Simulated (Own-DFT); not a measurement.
## Calculated data, GaP (zincblende, strained, atoms displaced)

A calculation, not a measurement: plane-wave PBE density functional theory by an unreviewed code, no spin, of a simulated periodic cell, stress positive in tension, free energy of the whole cell less one offset for each atom, forces on such cells passed a denser k mesh, this cell's mesh not checked; offsets are fitted by least squares, one for each functional and potential file, so energies compare only between cells with the same atoms and settings and are not formation energies; the far tail of each file's local potential was reset to the Coulomb form; each entry is a single point on an unrelaxed cell, so the pressure reflects the starting lattice, mostly measured values (interpolated for alloys), from which strain is counted, and rises with the displacements; printed positions are rounded, which can move forces by about a meV/angstrom; the program, named Own-DFT, is a retired in-house code; no spin-orbit coupling. Program: Own-DFT development build.

Settings shared by all entries: functional PBE; potential files PseudoDojo norm-conserving, scalar-relativistic, standard set; wave cutoff 42 hartree; occupations Fermi-Dirac; smearing width 0.1 eV; hardware one NVIDIA H100; k mesh 3 x 3 x 3 centred on Gamma.

(1) GaP (zincblende, strained, atoms displaced)

```
GaP
1.0
     10.8620     0.0000     0.0000
      0.0000    10.8620     0.0000
      0.0000     0.0000    10.9361
Ga P Ga P Ga P Ga P Ga P Ga P Ga P Ga P
4 4 4 4 4 4 4 4 4 4 4 4 4 4 4 4
Direct
  0.99804 0.00074 0.99689
  0.00060 0.24864 0.24647
  0.24998 0.00194 0.25223
  0.24900 0.24865 0.99854
  0.12931 0.12377 0.12623
  0.12566 0.37277 0.37619
  0.37296 0.12691 0.37395
  0.37230 0.37654 0.12520
  0.00234 0.00010 0.50035
  0.00149 0.24961 0.75171
  0.24874 0.99928 0.74577
  0.24847 0.24994 0.50307
  0.12493 0.12375 0.62426
  0.12805 0.37522 0.88002
  0.37696 0.12811 0.87731
  0.37270 0.37335 0.61786
  0.99826 0.50629 0.00056
  0.00297 0.75031 0.24842
  0.24434 0.50008 0.25409
  0.24729 0.74831 0.99776
  0.12644 0.62332 0.12163
  0.12182 0.87242 0.37158
  0.37349 0.62604 0.37571
  0.37179 0.87237 0.12568
  0.99517 0.50025 0.50176
  0.99978 0.74709 0.74888
  0.24544 0.50331 0.75053
  0.25342 0.75118 0.50331
  0.11913 0.61918 0.62652
  0.12622 0.87845 0.87418
  0.37763 0.62211 0.87648
  0.37625 0.87384 0.62393
  0.50322 0.00386 0.00016
  0.49658 0.24899 0.25038
  0.75378 0.99836 0.25330
  0.75321 0.24944 0.99955
  0.62999 0.13152 0.12331
  0.62373 0.37167 0.37259
  0.87765 0.12732 0.37958
  0.87850 0.37329 0.12380
  0.50036 0.99621 0.50036
  0.50099 0.25052 0.75186
  0.75018 0.00635 0.74865
  0.74932 0.25275 0.49894
  0.62226 0.11630 0.62079
  0.62862 0.37098 0.87466
  0.87956 0.12556 0.87188
  0.87298 0.36977 0.62908
  0.50153 0.50125 0.99962
  0.49966 0.75261 0.24789
  0.75228 0.50143 0.25034
  0.74603 0.75241 0.00176
  0.62628 0.62623 0.12662
  0.62442 0.87172 0.37671
  0.87680 0.62231 0.37311
  0.87551 0.87376 0.12517
  0.49751 0.50181 0.49704
  0.49784 0.74822 0.75020
  0.74962 0.50230 0.74669
  0.75009 0.74747 0.49601
  0.62533 0.62301 0.62543
  0.62140 0.87170 0.87532
  0.87684 0.62872 0.87468
  0.87638 0.87877 0.62678
```

- free energy of cell above offsets: -35.209 eV
- pressure: 3.14 GPa
- stress xx: -3.33 GPa
- stress yy: -3.27 GPa
- stress zz: -2.82 GPa
- stress yz: 0.28 GPa
- stress xz: -0.56 GPa
- stress xy: -0.01 GPa
- wall time: 531 s

Force:
```csv
element,x (eV/Å),y (eV/Å),z (eV/Å)
Ga,0.358,-0.074,0.518
Ga,0.214,-0.064,0.389
Ga,0.06,-0.505,-0.087
Ga,0.32,0.101,0.434
P,-0.609,-0.062,-0.408
P,-0.621,0.102,0.141
P,0.229,-0.436,0.526
P,0.101,0.063,0.072
Ga,-0.158,-0.221,-0.127
Ga,0.496,0.275,-0.015
Ga,0.494,0.266,0.485
Ga,-0.066,-0.243,-0.458
P,0.008,0.208,0.105
P,-0.626,0.223,-0.502
P,-0.302,-0.497,-0.498
P,0.346,0.484,1.158
Ga,0.043,-0.681,-0.182
Ga,-0.262,-0.415,-0.31
Ga,0.497,-0.035,-0.276
Ga,0.359,0.219,-0.072
P,-0.131,0.265,0.525
P,0.64,0.323,0.705
P,0.032,0.148,-0.328
P,0.24,0.58,-0.281
Ga,0.126,-0.773,-0.154
Ga,0.116,0.694,0.05
Ga,0.617,-0.703,-0.001
Ga,-0.812,-0.363,-0.285
P,0.544,0.816,-0.357
P,-0.163,-0.545,-0.181
P,-0.489,0.287,-0.345
P,-0.103,0.095,0.355
Ga,-0.216,-0.329,0.313
Ga,0.145,0.186,-0.441
Ga,-0.235,0.365,-0.059
Ga,0.35,0.154,-0.238
P,-0.318,-0.878,0.608
P,0.052,0.607,0.107
P,-0.085,-0.125,-0.466
P,-0.286,0.474,-0.027
Ga,-0.404,0.089,-0.615
Ga,-0.113,-0.108,-0.663
Ga,-0.12,-0.814,0.292
Ga,-0.275,-0.481,0.204
P,0.212,1.328,0.378
P,-0.102,0.697,-0.027
P,-0.584,0.033,0.361
P,0.123,0.5,-0.304
Ga,0.212,-0.551,0.269
Ga,-0.151,-0.274,0.194
Ga,-0.22,-0.585,-0.198
Ga,0.345,-0.155,-0.181
P,-0.124,-0.218,-0.053
P,0.06,0.295,-0.411
P,0.04,0.422,0.049
P,0.007,0.18,-0.098
Ga,0.297,-0.341,0.043
Ga,0.164,-0.104,-0.039
Ga,0.225,-0.316,0.618
Ga,0.31,0.153,0.605
P,-0.259,0.308,-0.378
P,0.389,0.695,-0.26
P,-0.7,-0.191,0.106
P,-0.236,-0.546,-0.286
```

(2) GaP (zincblende, strained, atoms displaced)

```
GaP
1.0
     10.8620     0.0000     0.0000
      0.0000    10.8620     0.0000
      0.0000     0.0000    10.9361
Ga P Ga P Ga P Ga P Ga P Ga P Ga P Ga P
4 4 4 4 4 4 4 4 4 4 4 4 4 4 4 4
Direct
  0.99852 0.99646 0.00325
  0.99836 0.24953 0.24619
  0.25061 0.00212 0.25215
  0.25104 0.24913 0.99879
  0.12386 0.12603 0.12949
  0.12710 0.37418 0.37153
  0.37848 0.12433 0.37574
  0.37378 0.37444 0.12993
  0.00099 0.99960 0.49926
  0.00173 0.24548 0.74677
  0.24916 0.99758 0.75324
  0.25230 0.25152 0.50089
  0.12395 0.12591 0.62908
  0.12504 0.37347 0.87292
  0.37437 0.12425 0.88176
  0.37472 0.37458 0.62444
  0.99657 0.50103 0.99813
  0.99756 0.75062 0.25101
  0.24829 0.49837 0.24603
  0.25386 0.74797 0.99780
  0.12714 0.62481 0.12316
  0.13169 0.87470 0.36902
  0.37785 0.62891 0.37361
  0.37466 0.87389 0.12259
  0.00087 0.50053 0.50028
  0.00176 0.74992 0.74735
  0.24779 0.49893 0.74925
  0.24161 0.74554 0.49818
  0.12777 0.62437 0.62058
  0.12502 0.87290 0.87502
  0.37579 0.62155 0.88051
  0.36970 0.87634 0.62254
  0.49680 0.99960 0.99816
  0.50390 0.24739 0.25152
  0.75073 0.99618 0.24871
  0.74727 0.25295 0.99772
  0.62329 0.11945 0.13032
  0.62384 0.37365 0.37207
  0.87962 0.12941 0.37654
  0.87383 0.37177 0.12440
  0.49600 0.00126 0.49570
  0.50259 0.24989 0.75077
  0.74762 0.99613 0.74945
  0.74913 0.24626 0.49809
  0.62296 0.12579 0.62815
  0.62966 0.37836 0.87831
  0.87827 0.12229 0.87443
  0.87561 0.37616 0.62737
  0.50041 0.49901 0.00383
  0.49610 0.75280 0.24814
  0.75299 0.50030 0.24789
  0.75204 0.74779 0.99934
  0.62643 0.62202 0.12288
  0.62369 0.87043 0.37744
  0.86965 0.62458 0.37450
  0.87454 0.87742 0.12890
  0.50291 0.49337 0.49721
  0.50191 0.74964 0.75190
  0.74807 0.49988 0.75382
  0.74620 0.74585 0.49871
  0.62205 0.63183 0.62435
  0.62078 0.87106 0.87213
  0.87665 0.62359 0.87017
  0.87360 0.87995 0.62457
```

- free energy of cell above offsets: -34.975 eV
- pressure: 3.22 GPa
- stress xx: -3.37 GPa
- stress yy: -3.39 GPa
- stress zz: -2.88 GPa
- stress yz: 0.2 GPa
- stress xz: 0.34 GPa
- stress xy: 0.32 GPa
- wall time: 517 s

Force:
```csv
element,x (eV/Å),y (eV/Å),z (eV/Å)
Ga,0.373,0.332,-0.151
Ga,0.204,0.281,0.442
Ga,0.453,0.092,-0.513
Ga,-0.31,0.321,0.529
P,0.238,-0.295,-0.702
P,-0.35,0.017,0.306
P,-0.592,0.449,-0.23
P,0.419,-0.439,-0.55
Ga,0.383,0.035,-0.114
Ga,-0.434,0.588,0.475
Ga,0.12,0.327,-0.14
Ga,-0.333,-0.359,-0.105
P,0.673,-0.463,-0.778
P,-0.237,-0.024,0.196
P,0.098,0.174,-1.031
P,0.283,0.111,0.301
Ga,0.436,-0.239,0.144
Ga,0.341,-0.232,-0.089
Ga,0.278,0.55,0.6
Ga,-0.444,0.167,0.192
P,-0.6,0.118,-0.023
P,-1.089,-0.07,0.675
P,-0.49,-0.813,0.159
P,-0.245,0.386,0.134
Ga,-0.189,-0.296,-0.313
Ga,-0.111,0.136,-0.218
Ga,0.364,0.106,0.157
Ga,1.2,0.584,-0.32
P,-0.647,-0.236,0.712
P,-0.074,-0.087,0.301
P,0.133,-0.041,-0.934
P,0.257,-0.416,0.187
Ga,0.516,-0.283,0.37
Ga,-0.494,0.097,-0.208
Ga,-0.124,0.41,1.007
Ga,0.351,-1.044,0.412
P,0.257,0.378,-0.938
P,0.74,-0.018,0.101
P,-0.485,-0.735,-0.354
P,0.078,0.404,-0.192
Ga,0.519,-0.449,0.772
Ga,-0.333,0.223,0.434
Ga,0,0.445,0.318
Ga,0.034,0.497,0.41
P,0.141,-0.415,-0.539
P,-1.044,-0.25,-0.3
P,-0.58,0.074,0.168
P,-0.277,-0.189,-0.265
Ga,-0.123,-0.319,0.041
Ga,0.584,-0.287,-0.116
Ga,-0.39,-0.291,-0.031
Ga,-0.055,0.176,-0.082
P,-0.073,0.54,0.41
P,0.002,0.598,-0.42
P,0.758,-0.029,0.164
P,-0.018,-0.72,-0.597
Ga,-0.34,0.893,0.225
Ga,-1.161,-0.05,-0.379
Ga,0.079,0.369,-0.869
Ga,0.472,0.609,0.311
P,0.125,-1.414,0.182
P,0.657,0.522,0.731
P,-0.039,0.411,0.322
P,0.115,-0.918,-0.39
```

(3) GaP (zincblende, strained, atoms displaced)

```
GaP
1.0
     10.8620     0.0000     0.0000
      0.0000    10.8620     0.0000
      0.0000     0.0000    10.9361
Ga P Ga P Ga P Ga P Ga P Ga P Ga P Ga P
4 4 4 4 4 4 4 4 4 4 4 4 4 4 4 4
Direct
  0.99880 0.00057 0.00357
  0.99870 0.24959 0.24907
  0.24166 0.00234 0.24736
  0.25114 0.24847 0.00187
  0.12919 0.12941 0.11949
  0.12446 0.37477 0.37555
  0.37997 0.12722 0.37760
  0.37685 0.38113 0.12869
  0.00099 0.99681 0.49663
  0.99846 0.24896 0.75389
  0.24846 0.99840 0.74663
  0.25319 0.24484 0.50395
  0.12965 0.12682 0.62392
  0.12403 0.37442 0.87646
  0.38089 0.12164 0.87560
  0.37077 0.37818 0.62461
  0.00277 0.49879 0.99903
  0.00270 0.75010 0.25213
  0.24588 0.50006 0.25064
  0.25052 0.74532 0.00265
  0.12294 0.62581 0.12689
  0.12042 0.87503 0.37973
  0.38343 0.62543 0.36962
  0.37767 0.87635 0.12486
  0.99503 0.50322 0.50187
  0.00184 0.75098 0.74826
  0.25165 0.50172 0.75358
  0.25230 0.74713 0.50588
  0.12252 0.62517 0.62510
  0.12352 0.87676 0.87708
  0.37720 0.62599 0.87743
  0.37161 0.87846 0.62825
  0.49951 0.99584 0.00400
  0.49914 0.25660 0.25112
  0.75042 0.00058 0.25218
  0.75052 0.25255 0.00227
  0.62605 0.11967 0.12433
  0.62732 0.37708 0.37744
  0.87629 0.12822 0.37388
  0.87455 0.37198 0.12408
  0.50146 0.00152 0.50239
  0.50052 0.24854 0.74985
  0.74803 0.99519 0.75314
  0.74756 0.24375 0.50080
  0.62411 0.12579 0.62496
  0.62531 0.37248 0.87357
  0.87339 0.12923 0.88210
  0.87687 0.37393 0.62508
  0.50074 0.50128 0.00188
  0.50211 0.74943 0.25225
  0.75579 0.50124 0.24734
  0.74952 0.75379 0.00483
  0.62946 0.61862 0.12572
  0.62403 0.87270 0.37416
  0.87829 0.62711 0.37340
  0.87028 0.87720 0.12739
  0.50225 0.50385 0.50011
  0.50293 0.74694 0.75008
  0.74507 0.50031 0.75079
  0.75284 0.74847 0.50060
  0.62381 0.62525 0.62553
  0.62411 0.87647 0.87180
  0.87109 0.62529 0.86966
  0.87219 0.87863 0.62471
```

- free energy of cell above offsets: -34.965 eV
- pressure: 3.21 GPa
- stress xx: -3.36 GPa
- stress yy: -3.37 GPa
- stress zz: -2.88 GPa
- stress yz: 0.09 GPa
- stress xz: 0.43 GPa
- stress xy: -0.34 GPa
- wall time: 495.1 s

Force:
```csv
element,x (eV/Å),y (eV/Å),z (eV/Å)
Ga,-0.04,0.036,-0.164
Ga,0.448,0.187,-0.08
Ga,0.848,-0.132,0.559
Ga,0.912,0.642,-0.638
P,-0.948,-0.452,0.754
P,-0.062,-0.125,0.376
P,-0.561,-0.333,-0.552
P,-0.47,-0.474,-0.483
Ga,-0.447,0.92,0.677
Ga,0.175,-0.051,-0.332
Ga,-0.06,0.449,0.864
Ga,0,0.748,-0.645
P,-1.063,-0.438,0.344
P,0.499,-0.064,-0.07
P,-0.7,0.129,-0.006
P,0.647,-0.088,0.131
Ga,-0.676,0.277,-0.09
Ga,-0.359,0.42,-0.289
Ga,0.324,0.136,0.281
Ga,-0.01,0.68,-0.112
P,0.074,-0.133,-0.16
P,1.088,-0.441,-0.614
P,-1.334,-0.146,0.758
P,-0.713,-0.554,0.535
Ga,0.47,-0.487,-0.236
Ga,-0.392,0.222,0.204
Ga,-0.332,-0.066,-0.098
Ga,0.189,0.08,-0.69
P,0.367,-0.202,0.178
P,0.159,-0.281,0.008
P,-0.03,-0.076,-0.123
P,0.811,-0.692,-0.338
Ga,0.315,0.328,-0.556
Ga,0.458,-0.522,-0.046
Ga,-0.186,0.115,0.244
Ga,-0.599,-0.275,0.028
P,-0.224,0.875,0.288
P,0.257,0.003,-0.164
P,-0.035,-0.576,0.152
P,0.393,0.518,0.071
Ga,-0.129,-0.38,-0.204
Ga,-0.323,0.332,-0.141
Ga,0.352,1.052,-0.145
Ga,0.361,0.764,-0.065
P,0.222,-0.44,0.422
P,-0.267,0.227,0.358
P,0.062,-0.741,-0.727
P,-0.61,-0.073,0.134
Ga,0.201,-0.321,-0.31
Ga,0.294,0.144,-0.85
Ga,-0.096,-0.432,0.553
Ga,-0.121,-0.482,-0.732
P,-0.345,0.951,-0.059
P,0.335,0.3,0.51
P,-0.36,-0.137,0.115
P,0.862,-0.198,0.198
Ga,-0.26,-0.488,-0.005
Ga,-0.476,0.526,-0.028
Ga,0.402,-0.343,-0.262
Ga,-0.29,0.191,-0.114
P,0.325,0.047,-0.198
P,-0.199,-0.574,0.816
P,0.433,0.212,0.762
P,0.437,-0.292,0.008
```
